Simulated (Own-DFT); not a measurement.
# A pressure from energies alone: monoclinic HfO2, 94 atoms (Hf32O62), with two O vacancies

Calculated, not measured. Each geometry was run twice at fixed positions with Own-DFT, a retired in-house plane-wave program that no person has reviewed: with PBE, and with HSE06 (exact exchange share 0.25 at short range, screening 0.11 per bohr, Gygi-Baldereschi treatment of its divergence). Both used PseudoDojo norm-conserving files made for PBE, a cutoff of 48 hartree, the Gamma point alone, fixed occupations, a neutral cell and no spin. The unstrained cell is 10.1 Å across at its thinnest, so Gamma alone is coarse and defects feel their images. The hafnium file keeps the 4f electrons in the core, and its forces lie about 75 meV/Å off all-electron values. The oxygen file's force components were 24 meV/Å off all-electron values in a glass.

Unstrained cell vectors in Å: (10.234, 0.000, 0.000); (0.000, 10.350, 0.000); (-1.696, 0.000, 10.445), volume V0 = 1106.4 Å³, from measured lattice constants. Each geometry has its own random strain of a few per cent, its own defect sites and random moves of rms u per axis. HSE06 gave the energy alone. D is its energy less that of PBE, over the lowest D shown. The PBE stress wasn't checked against mesh or cutoff.

| run | V - V0 (Å³) | u (Å) | P with PBE (GPa) | D (eV) |
|---|---|---|---|---|
| 1 | 9.9 | 0.0533 | 3.03 | 1.086 |
| 2 | 14.2 | 0.0300 | 0.89 | 0.985 |
| 3 | -14.5 | 0.0306 | 7.71 | 0.209 |
| 4 | -20.4 | 0.0299 | 8.78 | 0.013 |
| 5 | -15.4 | 0.0308 | 7.63 | 0.215 |
| 6 | 59.5 | 0.0307 | -7.25 | 2.050 |
| 7 | -33.7 | 0.0500 | 13.66 | 0.000 |
| 8 | -24.1 | 0.0295 | 9.95 | 0.036 |
| 9 | 0.6 | 0.0497 | 5.15 | 0.783 |
| 10 | -3.5 | 0.0298 | 5.40 | 0.508 |
| 11 | -20.8 | 0.0495 | 10.85 | 0.178 |
| 12 | 20.2 | 0.0306 | -0.05 | 1.052 |
| 13 | -27.3 | 0.0490 | 11.80 | ? |

## Worked fit

D = 0.47 + 0.0247 (V - V0) + 122 u² eV, with an error of 0.0006 on the volume slope, 18 on the last term and a scatter of 0.05 eV. Pressure is -dE/dV, and 1 eV/Å³ is 160.2 GPa, so HSE06 changes the pressure by -4.0 ± 0.1 GPa. With the ions held to the strained lattice, the PBE pressure falls by 238 ± 8 GPa per unit of volume strain; the shape of the strain isn't fitted, so the true error is larger, and a relaxed crystal would be softer. On that slope HSE06's volume at a given pressure is about 1.7 % smaller, or 0.6 % in lengths. At u = 0 and V0 the PBE pressure is 3.9 GPa, which puts the zero-pressure volume, against the measured cell and with the defects in, at +1.7 % for PBE and -0.0 % for HSE06, each good to a few tenths of a per cent.

## Prediction

The question: what D should run 13 give?

The fitted form gives 0.09 eV, with rows scattering by 0.05. The calculation gave -0.022 eV.
